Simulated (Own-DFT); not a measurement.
# Point defects and the pressure they add: C11b WSi2

The numbers are computed, not measured, by runs of the plane-wave DFT program Own-DFT (in-house, retired, unreviewed) at fixed positions, with no spin and no spin-orbit coupling.

Settings: PBE; PseudoDojo norm-conserving scalar-relativistic files; cutoff 50 hartree; 5 x 5 x 5 k mesh centred on Gamma; cold (Marzari-Vanderbilt) smearing of 0.2 eV.

Known weak points: forces on such cells failed a check on a denser k mesh; stress not checked against mesh or cutoff.

All runs share one cell, with vectors in Å (-2.148, -5.953, 3.409); (-6.444, 2.976, 1.136); (-2.553, -2.948, -6.757) and a volume of 403.2 Å³. The atoms are randomly displaced, by u rms on each axis. The defect's site can differ from row to row.

```
              cell  formula   u (Å)  P (GPa)
         no defect  Si20W10  0.0195     4.57
         no defect  Si20W10  0.0476     6.28
         no defect  Si20W10  0.0503     5.80
     one W vacancy   Si20W9  0.0285     3.51
     one W vacancy   Si20W9  0.0304        ?
     one W vacancy   Si20W9  0.0465     4.75
     one W vacancy   Si20W9  0.0488     4.96
    one Si vacancy  Si19W10  0.0282     3.32
    one Si vacancy  Si19W10  0.0501     4.29
    one Si vacancy  Si19W10  0.0555     4.57
one W on a Si site  Si19W11  0.0330    10.24
one W on a Si site  Si19W11  0.0490    11.07
one W on a Si site  Si19W11  0.0498    10.64
one Si on a W site   Si21W9  0.0275     6.33
one Si on a W site   Si21W9  0.0542     7.35
one Si on a W site   Si21W9  0.0555     8.06
```

## Fit

P = P0 + c u² + a shift for each defect gives P0 = 4.45 GPa, c = 641 ± 83 GPa/Å² and a scatter of 0.28 GPa. The shifts, and each times the cell's volume:

- one W on a Si site: 4.93 ± 0.23 GPa, 12.4 eV
- one Si on a W site: 1.35 ± 0.23 GPa, 3.4 eV
- one W vacancy: -1.18 ± 0.23 GPa, -3.0 eV
- one Si vacancy: -1.75 ± 0.23 GPa, -4.4 eV

Against the defect-free cell, a freed cell would be larger where the shift is positive and smaller where it is negative (160.2 GPa Å³ is 1 eV). The atoms around the defects weren't relaxed, which would change these numbers.

## Withheld run

The question: what pressure belongs in the blank (one W vacancy, u = 0.0304 Å)?

The fit gives 3.86 ± 0.33 GPa. The hidden result is 3.63 GPa.
